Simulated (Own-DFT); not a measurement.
# How strain changes the stress of wurtzite AlN, 128 atoms (Al64N64)

All numbers below are calculated, not measured. The program, named Own-DFT, is a retired in-house plane-wave density functional code that no person has reviewed. Each row is one single-point run on a periodic cell that was not relaxed, without spin or spin-orbit coupling.

Settings of every run: PBE; PseudoDojo norm-conserving scalar-relativistic files; cutoff 42 hartree; 2 x 2 x 2 k mesh centred on Gamma; Fermi-Dirac smearing of 0.1 eV.

Known limits: forces on such cells passed a denser k mesh, each cell not checked; stress not checked against mesh or cutoff.

Unstrained cell vectors in Å: (12.448, 0.000, 0.000); (-6.224, 10.780, 0.000); (0.000, 0.000, 9.964). The unstrained cell has measured lattice constants (interpolated for alloys), not those of this functional. That, the random moves and any unrelaxed bonds set the pressure at no strain. Each run strains this cell uniformly, with the atoms carried along. Every atom was also moved at random, by a Gaussian of width 0.05 Å on each axis. Strain is the symmetric tensor, in per cent. Stress is positive in tension, and the pressure is minus a third of its trace.

```
run,e_xx (%),e_yy (%),e_zz (%),e_yz (%),e_xz (%),e_xy (%),s_xx (GPa),s_yy (GPa),s_zz (GPa),s_yz (GPa),s_xz (GPa),s_xy (GPa),P (GPa),E (meV/atom)
1,-1.73,-0.16,-1.35,0.69,-1.77,1.99,-16.60,-10.32,-12.86,2.15,-5.34,7.93,13.26,35.7
2,-0.74,-1.02,1.51,1.25,1.28,1.66,-10.16,-12.25,0.22,3.88,3.09,6.84,7.39,30.3
3,0.92,1.78,-1.23,1.58,0.59,1.12,-0.82,1.56,-7.95,4.34,1.30,3.60,2.40,3.7
4,-1.32,-1.52,1.93,-1.21,1.16,0.78,-12.25,-12.38,0.09,-2.85,3.03,1.64,8.18,18.9
5,1.03,-1.18,1.28,1.79,0.26,-0.45,-1.04,-10.57,-1.04,4.51,0.27,-0.81,4.22,25.7
6,1.06,-1.30,-1.63,1.40,-0.09,-0.66,-3.49,-12.08,-14.38,3.12,-1.19,-1.53,9.98,25.8
7,-1.23,0.55,0.67,0.33,1.80,-0.76,-8.74,-5.84,-2.16,1.22,4.55,-3.03,5.58,0.0
8,-1.46,0.76,-1.29,0.64,-1.40,1.26,-11.05,-4.34,-14.37,1.58,-3.68,5.02,9.92,11.4
9,-0.29,-1.87,-1.32,0.00,0.57,-1.22,-12.16,-16.11,-12.11,0.45,1.20,-5.94,13.46,24.0
10,-0.53,-0.36,-0.33,-1.46,1.83,0.25,-9.60,-8.27,-7.73,-3.94,4.96,1.11,8.54,18.6
11,-0.76,0.86,-1.24,-1.77,0.37,-0.63,-9.25,-5.51,-11.08,-5.31,0.87,-2.36,8.62,29.7
12,0.15,-0.35,0.71,1.89,0.82,-1.66,-4.98,-7.91,-0.87,4.50,1.40,-5.40,4.59,5.6
13,1.82,-0.80,1.71,1.30,-1.32,1.86,3.21,-7.24,1.37,3.71,-3.04,6.29,0.89,18.4
14,-1.80,-0.68,0.62,-0.57,-1.37,-1.59,-15.58,-10.09,-4.82,-0.87,-3.45,-5.86,10.16,23.6
15,1.46,-0.32,1.27,-1.57,-1.76,0.06,?,?,?,?,?,?,?,?
```

E is the free energy for each atom above the lowest run shown.

## Worked fit

Each stress component was fitted by least squares to a constant and the strains of the runs shown, as fractions, with shears doubled. Shear strains stay in the fit of a normal stress only where such slopes are resolved. The slopes, in GPa:

| stress | at no strain | per e_xx | per e_yy | per e_zz | scatter |
|---|---|---|---|---|---|
| s_xx | -5.7 | 475 ± 24 | 168 ± 29 | 102 ± 22 | 0.99 |
| s_yy | -6.7 | 89 ± 22 | 431 ± 26 | 55 ± 20 | 0.90 |
| s_zz | -5.7 | 68 ± 31 | 93 ± 38 | 450 ± 30 | 1.31 |

Each shear stress against twice its own strain: yz 134 ± 6, xz 126 ± 4, xy 181 ± 10 GPa. These are stiffnesses along x, y and z of the frame in which the cell vectors are given, which need not be the crystal's axes. The atoms are held to the strained lattice; where symmetry lets them move under strain, relaxing them would lower some slopes. The table should be nearly symmetric about its diagonal, and what it lacks of that shows the noise. A ninth of its sum, 215 ± 7 GPa, estimates the bulk modulus near the mean pressure of these runs, 7.7 GPa, so it lies above the value at zero pressure.

## Withheld run

Question: what normal stresses and pressure should run 15 give?

The fit gives s_xx = 2.0, s_yy = -6.1, s_zz = 0.7 and P = 1.1 GPa. The calculation gave 1.21, -4.76, 1.15 and P = 0.80 GPa.
